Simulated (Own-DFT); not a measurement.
Simulation results for SiC (4H silicon carbide, atoms displaced)

A calculation, not a measurement: plane-wave PBE density functional theory by an unreviewed code, no spin, of a simulated periodic cell, stress positive in tension, free energy of the whole cell less one offset for each atom, forces on such cells passed a denser k mesh, this cell's mesh not checked; offsets are fitted by least squares, one for each functional and potential file, so energies compare only between cells with the same atoms and settings and are not formation energies; the far tail of each file's local potential was reset to the Coulomb form; each entry is a single point on an unrelaxed cell, so the pressure reflects the starting lattice, mostly measured values (interpolated for alloys), from which strain is counted, and rises with the displacements; printed positions are rounded, which can move forces by about a meV/angstrom; the program, named Own-DFT, is a retired in-house code; no spin-orbit coupling. Program: Own-DFT development build.

Settings shared by all entries: functional PBE; potential files PseudoDojo norm-conserving, scalar-relativistic, standard set; wave cutoff 42 hartree; occupations Fermi-Dirac; smearing width 0.1 eV; hardware one NVIDIA H100; k mesh 4 x 4 x 3 centred on Gamma.

(1) SiC (4H silicon carbide, atoms displaced)

```xyz
72
Lattice="9.2481 0.0000 0.0000 -4.6241 8.0091 0.0000 0.0000 0.0000 10.0681" Properties=species:S:1:pos:R:3 SiC
Si     9.1555     0.0205     4.0529
Si    -0.0004     1.7846     1.5054
C      9.1272     0.0868     0.9835
C     -0.1370     1.8772     3.3993
Si     7.7156     2.6329     4.1564
Si    -1.5788     4.4298     1.5410
C      7.6768     2.7113     0.9628
C     -1.5712     4.3751     3.5700
Si    -3.0522     5.3838     4.1292
Si    -3.1419     7.0887     1.6487
C      6.1485     5.3136     0.9431
C     -3.1156     7.2743     3.4218
Si     3.0792     0.0811     4.0518
Si     3.1416     1.7412     1.5718
C     -1.5683     7.9225     0.8654
C      2.9993     1.7288     3.4175
Si     1.4946     2.7163     4.0400
Si     1.4694     4.4827     1.5612
C      1.5044     2.6333     0.9627
C      1.5865     4.3826     3.4065
Si     0.0077     5.3416     4.0806
Si     0.0124     7.0871     1.5911
C     -0.0707     5.3247     0.8914
C      0.0049     7.1683     3.4097
Si     1.6434     7.9686     4.1504
Si     6.1412     1.7838     1.5316
C      1.5867     7.9950     0.9459
C      6.1605     1.9408     3.4842
Si     4.6606     2.6464     4.1668
Si     4.5394     4.4051     1.6192
C      4.6100     2.7036     0.8901
C      4.6060     4.4248     3.4173
Si     3.1248     5.4071     4.0662
Si     3.0776     7.1302     1.6376
C      3.0815     5.2997     0.9586
C      3.1571     7.0715     3.4673
Si     9.1343     0.0048     9.0330
Si     4.5569     6.3001     6.5672
C     -0.0100     0.0465     6.0453
C      4.6723     6.1998     8.5221
Si     6.1754     5.2120     9.0910
Si     6.1633     3.4869     6.5997
C     -3.0757     5.4244     5.9254
C      6.2176     3.5321     8.4865
Si    -1.5171     2.6787     9.1612
Si     7.7070     0.9218     6.6071
C      7.7827     2.4789     5.9049
C      7.7565     0.9848     8.4478
Si     1.5214     8.0028     9.0838
Si     1.7259     6.2404     6.6609
C      1.6346     7.8954     5.8290
C      1.5611     6.1538     8.4515
Si     3.1190     5.3804     9.1354
Si     3.0859     3.6640     6.6346
C      3.1609     5.3264     5.9741
C      3.0799     3.5562     8.4649
Si     4.7126     2.6744     9.1112
Si     4.6609     0.7810     6.5608
C      4.7264     2.6563     6.1117
C      4.6033     0.8105     8.4668
Si    -1.5692     7.9297     9.0564
Si    -1.4443     6.1643     6.6247
C     -1.6030     7.9538     6.0352
C     -1.6036     6.3454     8.5126
Si    -0.0252     5.4236     9.1845
Si     0.1143     3.6751     6.7012
C     -0.0928     5.2903     6.0241
C      0.0067     3.5985     8.4158
Si     1.5400     2.6462     9.0636
Si     1.6497     0.7961     6.5886
C      1.6446     2.7354     5.9026
C      1.6226     0.9241     8.3959
```

| Quantity | Value |
| --- | --- |
| free energy of cell above offsets | -3.201 eV |
| pressure | 6.43 GPa |
| stress xx | -4.02 GPa |
| stress yy | -6.46 GPa |
| stress zz | -8.81 GPa |
| stress yz | 0.22 GPa |
| stress xz | 0.33 GPa |
| stress xy | 0.89 GPa |
| wall time | 371.8 s |

Force:
```csv
element,x (eV/Å),y (eV/Å),z (eV/Å)
Si,2.62,2.148,1.251
Si,-1.046,1.064,1.579
C,1.591,-2.452,-1.692
C,2.814,-2.201,0.105
Si,-1.05,1.357,-1.367
Si,-0.442,0.487,1.974
C,0.397,-1.105,-1.261
C,0.856,2.338,-1.817
Si,-0.607,-0.167,-1.834
Si,0.27,0.888,-3.222
C,-1.021,-0.12,0.151
C,0.138,-2.153,2.061
Si,-0.242,-2.109,1.022
Si,-1.666,-0.483,-1.414
C,0.335,0.972,1.371
C,1.676,2.422,0.91
Si,-0.077,-1.85,0.447
Si,1.003,-1.438,-0.793
C,1.267,0.889,-1.316
C,-0.705,3.361,0.811
Si,-0.488,-0.567,0.2
Si,-0.798,0.876,-1.649
C,1.011,0.295,1.987
C,0.606,-0.745,1.935
Si,-1.689,1.454,-5.317
Si,0.243,0.452,1.228
C,-1.28,-0.075,-0.235
C,0.324,-3.741,-0.874
Si,-1.717,0.931,-0.24
Si,1.727,0.588,-1.393
C,0.263,-1.237,0.6
C,0.367,0.587,2.498
Si,-0.315,-3.486,0.151
Si,0.154,-0.636,-1.845
C,-1.077,1.357,-0.139
C,-2.002,1.141,-0.203
Si,3.434,-0.23,1.82
Si,3.107,-0.707,1.154
C,0.299,-0.453,-1.757
C,-1.081,0.475,-0.969
Si,0.068,3.366,1.188
Si,3.187,1.838,-0.455
C,-0.3,-1.397,2.275
C,0.14,-0.672,-0.494
Si,0.601,0.772,-0.616
Si,0.556,-1.976,0.03
C,-0.654,5.068,2.26
C,-2.483,-1.382,0.41
Si,0.878,-0.113,0.549
Si,-2.884,-0.928,-1.736
C,-0.832,0.948,5.88
C,0.234,1.919,1.761
Si,-0.059,-1.674,0.351
Si,1.1,-3.156,-0.472
C,-0.886,1.004,-1.172
C,0.806,0.685,1.3
Si,-2.413,-0.832,-0.91
Si,-0.387,0.939,0.413
C,-3.264,-1.379,-2.338
C,1.056,0.81,0.113
Si,-0.204,4.47,2.11
Si,-3.832,1.854,0.566
C,4.258,-1.002,-2.925
C,0.956,-6.284,-1.555
Si,-0.285,-1.078,-2.681
Si,-0.677,-3.775,-3.966
C,4.227,1.15,-2.023
C,-0.364,0.183,4.364
Si,0.401,0.486,0.919
Si,-3.405,3.545,0.055
C,-0.9,-0.648,1.035
C,-1.837,-0.864,1.849
```

(2) SiC (4H silicon carbide, atoms displaced)

```xyz
72
Lattice="9.2481 0.0000 0.0000 -4.6241 8.0091 0.0000 0.0000 0.0000 10.0681" Properties=species:S:1:pos:R:3 SiC
Si     0.0465     0.0393     4.0613
Si     0.0330     1.7635     1.6180
C     -0.0173     0.0721     0.9175
C      0.0472     1.7587     3.4136
Si    -1.4945     2.5952     4.0470
Si    -1.4883     4.3912     1.5924
C     -1.5009     2.6721     0.9081
C     -1.6842     4.4771     3.4686
Si    -3.0934     5.4713     3.9293
Si    -3.0554     7.0044     1.4417
C     -3.0860     5.4476     0.9842
C     -3.0717     7.0272     3.3986
Si     3.1270     0.1441     4.1389
Si     2.9823     1.8021     1.6498
C      3.0581     0.0579     0.8718
C      3.0571     1.7687     3.3825
Si     1.4395     2.5955     3.9943
Si     1.5195     4.4068     1.5714
C      1.4874     2.6866     0.8984
C      1.4366     4.3869     3.5453
Si    -0.0564     5.3579     4.0597
Si     0.0060     7.0870     1.6412
C      0.0070     5.3367     1.0104
C      0.0438     7.2995     3.5334
Si     6.1611     0.0541     4.0340
Si     6.3022     1.8369     1.6350
C      1.4738     7.9414     0.9175
C      6.1635     1.8941     3.4982
Si     4.7014     2.6706     4.0248
Si     4.5236     4.4416     1.5999
C      4.6830     2.7222     0.8666
C      4.5658     4.4287     3.4885
Si     3.0717     5.2898     3.9829
Si     3.1696     6.9668     1.6563
C      2.9720     5.3103     0.9538
C      3.0751     7.2057     3.4664
Si     0.0198     0.0157     9.1016
Si     4.6003     6.2776     6.6052
C      4.6014     7.9265     5.8952
C      4.5934     6.2303     8.5614
Si    -3.0491     5.3025     9.0785
Si     6.2049     3.5357     6.6289
C      6.0947     5.3314     6.0533
C      6.1491     3.6337     8.4101
Si     7.6216     2.6705     9.2232
Si     7.6666     0.8661     6.7002
C      7.6200     2.7894     5.9796
C      7.7600     0.8813     8.5249
Si     6.1455     0.0633     8.9889
Si     1.5885     6.2113     6.6438
C      6.0597     0.0105     5.9705
C      1.5632     6.1832     8.4751
Si     3.1352     5.2705     9.0681
Si     3.1714     3.4775     6.6918
C      3.1819     5.3985     5.9111
C      3.1050     3.4551     8.5007
Si     4.6049     2.7754     9.1608
Si     4.6313     0.9280     6.5958
C      4.6492     2.6789     5.9996
C      4.5924     0.9561     8.5090
Si    -1.6011     7.9399     9.0184
Si    -1.4664     6.2563     6.5944
C      3.0816     0.0027     6.0519
C     -1.6131     6.2806     8.3664
Si     0.0822     5.3647     9.0552
Si     0.0318     3.6271     6.6357
C      0.0423     5.3110     5.9973
C     -0.0402     3.6209     8.4571
Si     1.4987     2.7043     9.0627
Si     1.5697     0.8705     6.7395
C      1.5026     2.6576     5.9835
C      1.5303     0.9411     8.3984
```

| Item | Value |
| --- | --- |
| free energy of cell above offsets | -1.566 eV |
| pressure | 6.62 GPa |
| stress xx | -4.75 GPa |
| stress yy | -7.35 GPa |
| stress zz | -7.76 GPa |
| stress yz | -0.71 GPa |
| stress xz | 0.75 GPa |
| stress xy | 0.39 GPa |
| wall time | 355.3 s |

Force:
```csv
element,x (eV/Å),y (eV/Å),z (eV/Å)
Si,-0.094,-2.524,0.161
Si,-0.309,-0.107,-2.756
C,0.522,-2.32,0.388
C,-2.536,-0.656,0.321
Si,-1.011,2.903,2.412
Si,-1.349,2.115,-0.163
C,0.495,0.088,2.471
C,3.409,-1.479,-0.747
Si,-1.838,-5.529,5.07
Si,0.111,7.947,2.608
C,-0.078,-7.945,-3.052
C,0.305,6.868,-1.325
Si,-1.173,-3.078,0.209
Si,1.89,-0.79,-4.959
C,-0.035,-1.393,0.611
C,0.186,1.678,2.887
Si,3.51,2.259,3.634
Si,-1.027,0.408,0.809
C,0.486,-0.317,0.409
C,1.08,0.785,-2.193
Si,-0.245,0.632,1.279
Si,-0.764,1.939,-1.379
C,-0.278,-0.343,-1.319
C,-2.042,-3.112,-1.21
Si,1.37,0.607,1.904
Si,-3.343,-2.143,-1.964
C,2.281,1.238,0.292
C,2.025,-2.52,-1.393
Si,-3.044,1.503,2.372
Si,1.579,-0.046,-0.811
C,-0.505,-0.289,3.21
C,1.112,0.393,-1.661
Si,-1.14,1.245,2.951
Si,-2.017,3.983,-2.527
C,2.005,-0.969,-0.678
C,0.567,-1.567,0.133
Si,-0.051,-0.339,0.983
Si,1.112,-1.539,0.118
C,0.344,3.147,1.833
C,0.947,0.214,-0.996
Si,-0.693,2.024,0.726
Si,-2.328,2.361,-1.706
C,1.897,0.789,-1.822
C,0.174,-2.146,3.103
Si,1.185,0.397,-3.816
Si,0.369,0.935,-3.07
C,4.016,-3.293,-0.939
C,-1.189,0.968,0.155
Si,-0.223,-1.435,3.045
Si,0.071,-0.022,-2.402
C,2.4,-0.397,0.13
C,1.119,1.181,0.161
Si,-1.481,0.82,1.114
Si,-1.782,1.808,-3.247
C,-2.346,-1.762,0.909
C,-1.322,2.218,0.578
Si,1.582,-2.578,-1.064
Si,-0.739,0.032,0.899
C,0.325,-0.676,-1.378
C,0.152,-0.339,-0.837
Si,1.355,2.799,1.922
Si,-1.95,-1.509,-1.909
C,0.16,1.071,-1.485
C,1.653,-1.716,2.817
Si,-2.49,0.27,1.61
Si,-1.155,-1.805,-1.436
C,-0.164,1.587,-0.97
C,0.016,-0.988,1.765
Si,-0.149,-0.58,0.62
Si,-1.335,0.31,-6.838
C,0.991,-0.633,-0.181
C,-0.573,-0.639,5.617
```

(3) SiC (4H silicon carbide, atoms displaced)

```xyz
72
Lattice="9.2481 0.0000 0.0000 -4.6241 8.0091 0.0000 0.0000 0.0000 10.0681" Properties=species:S:1:pos:R:3 SiC
Si     4.6158     8.0033     4.1914
Si    -0.0899     1.7718     1.6108
C      0.0453     0.0180     0.9600
C      0.0289     1.7999     3.4768
Si    -1.5825     2.7761     3.9679
Si    -1.5769     4.4359     1.6509
C      7.6951     2.6833     1.0454
C     -1.6159     4.4699     3.5707
Si    -3.0310     5.3881     4.0178
Si    -3.0875     7.1280     1.5517
C      6.0317     5.3818     0.8857
C     -3.0193     7.0348     3.4897
Si     3.0634     0.0363     4.1703
Si     3.0622     1.8781     1.6290
C     -1.5039     7.9633     0.8730
C      3.0916     1.8092     3.5447
Si     1.5628     2.7844     4.0848
Si     1.5451     4.3494     1.5502
C      1.4897     2.6587     0.9458
C      1.4500     4.5195     3.4659
Si     0.1147     5.3033     4.0522
Si     0.1271     7.0558     1.5181
C     -0.0596     5.3163     0.8878
C      0.0393     7.0247     3.4185
Si     1.3730     7.9598     4.0651
Si     6.2664     1.7453     1.5848
C      6.2623     0.0480     0.8862
C      6.2038     1.7568     3.5168
Si     4.5044     2.6888     4.1103
Si     4.6915     4.3839     1.7057
C      4.6661     2.5566     0.9067
C      4.5676     4.3847     3.4787
Si     3.0886     5.3294     4.1368
Si     3.0060     7.0633     1.5560
C      2.9436     5.2905     0.9632
C      3.2258     7.1091     3.4367
Si     9.1579     0.0226     9.0550
Si     4.6750     6.1463     6.5872
C     -4.5545     7.9165     6.0048
C      4.5328     6.2462     8.5625
Si    -3.0371     5.3323     9.0654
Si     6.0936     3.5243     6.6998
C      6.1041     5.3211     5.9878
C      6.1486     3.5798     8.5860
Si     7.5905     2.6240     9.0274
Si     7.7827     0.7616     6.6218
C      7.7009     2.5894     5.9222
C      7.7226     0.8922     8.4615
Si     6.1713     0.0740     9.1463
Si     1.4770     6.2270     6.5194
C      6.1735     0.0657     5.8850
C      1.6064     6.2172     8.4837
Si     3.0908     5.3142     9.0913
Si     3.1073     3.5955     6.4598
C      3.0819     5.4099     6.0405
C      3.0628     3.6004     8.4673
Si     4.6312     2.6444     8.9896
Si     4.6416     0.8592     6.5858
C      4.6482     2.6134     6.0421
C      4.6716     0.9220     8.4289
Si     3.0658     0.0238     9.1952
Si    -1.6225     6.2400     6.5431
C      3.1587     0.1396     5.9908
C     -1.6237     6.1944     8.4815
Si     0.0034     5.3721     9.0663
Si    -0.0420     3.5369     6.6143
C      0.0007     5.2724     5.8657
C      0.0468     3.5904     8.5312
Si     1.5950     2.7989     9.1199
Si     1.4792     0.7545     6.6874
C      1.4246     2.6521     5.9765
C      1.5116     0.9187     8.5940
```

| Quantity | Value |
| --- | --- |
| free energy of cell above offsets | -2.972 eV |
| pressure | 5.84 GPa |
| stress xx | -6.12 GPa |
| stress yy | -6.6 GPa |
| stress zz | -4.8 GPa |
| stress yz | -0.26 GPa |
| stress xz | -0.09 GPa |
| stress xy | -0.32 GPa |
| wall time | 343 s |

Force:
```csv
element,x (eV/Å),y (eV/Å),z (eV/Å)
Si,1.042,0.676,-2.615
Si,2.13,-0.798,-0.291
C,-2.155,-0.229,-0.807
C,-0.23,0.314,0.279
Si,0.908,-4.044,3.274
Si,-0.473,1.489,-1.544
C,0.031,0.296,-2.34
C,2.682,1.034,-2.654
Si,-2.68,-2.114,2.61
Si,0.496,0.011,-0.089
C,2.048,-1.045,1.459
C,-0.632,3.807,-0.482
Si,0.457,-0.993,-1.951
Si,0.723,-2.281,-1.387
C,0.356,0.716,3.673
C,-1.761,-0.61,-1.408
Si,-1.81,-2.188,0.938
Si,-1.857,1.933,0.167
C,0.466,-0.639,0.221
C,5.208,-2.662,-1.789
Si,-5.49,1.759,1.283
Si,-2.097,0.96,-0.217
C,0.886,-0.494,0.95
C,-2.018,1.026,-0.281
Si,4.787,1.716,-0.127
Si,-2.655,0.429,1.091
C,-1.232,-0.964,0.967
C,-2.16,0.031,-1.412
Si,4.342,-0.884,0.892
Si,-2.042,-0.015,-4.198
C,-0.153,1.573,0.38
C,0.927,1.336,1.623
Si,-0.184,1.516,-1.054
Si,3.157,0.045,0.38
C,2.605,0.111,-0.518
C,-3.107,-0.709,0.672
Si,2.652,-0.615,3.073
Si,-2.022,1.381,2.064
C,-1.19,-0.535,0.344
C,2.493,-0.34,-2.025
Si,-3.104,0.68,2.195
Si,2.393,-0.173,-1.98
C,1.579,-1.11,-1.088
C,-0.523,-0.265,-1.982
Si,3.672,1.363,2.309
Si,-1.541,2.253,-1.83
C,-0.365,0.794,1.344
C,-1.555,0.216,-0.084
Si,0.14,-1.957,-1.692
Si,0.409,0.72,1.527
C,-0.185,-2.161,1.578
C,-2.018,1.41,-0.587
Si,-0.743,0.086,1.612
Si,-1.904,-1.285,2.761
C,-0.064,-1.264,-2.028
C,1.707,-0.67,-1.155
Si,-1.536,0.927,2.857
Si,1.626,0.872,0.765
C,-1.19,1.431,-1.405
C,-0.809,-1.431,0.879
Si,-0.072,-0.205,-2.655
Si,1.827,-0.088,0.575
C,-2.925,-3.313,0.029
C,2.534,1.817,-1.207
Si,-0.142,-0.293,0.482
Si,-0.352,-0.182,-0.157
C,-0.869,1.234,1.933
C,-2.068,-0.308,-0.937
Si,-1.318,-2.445,0.304
Si,2.328,3.716,0.147
C,2.39,-0.336,-0.258
C,0.227,-0.038,-1.4
```
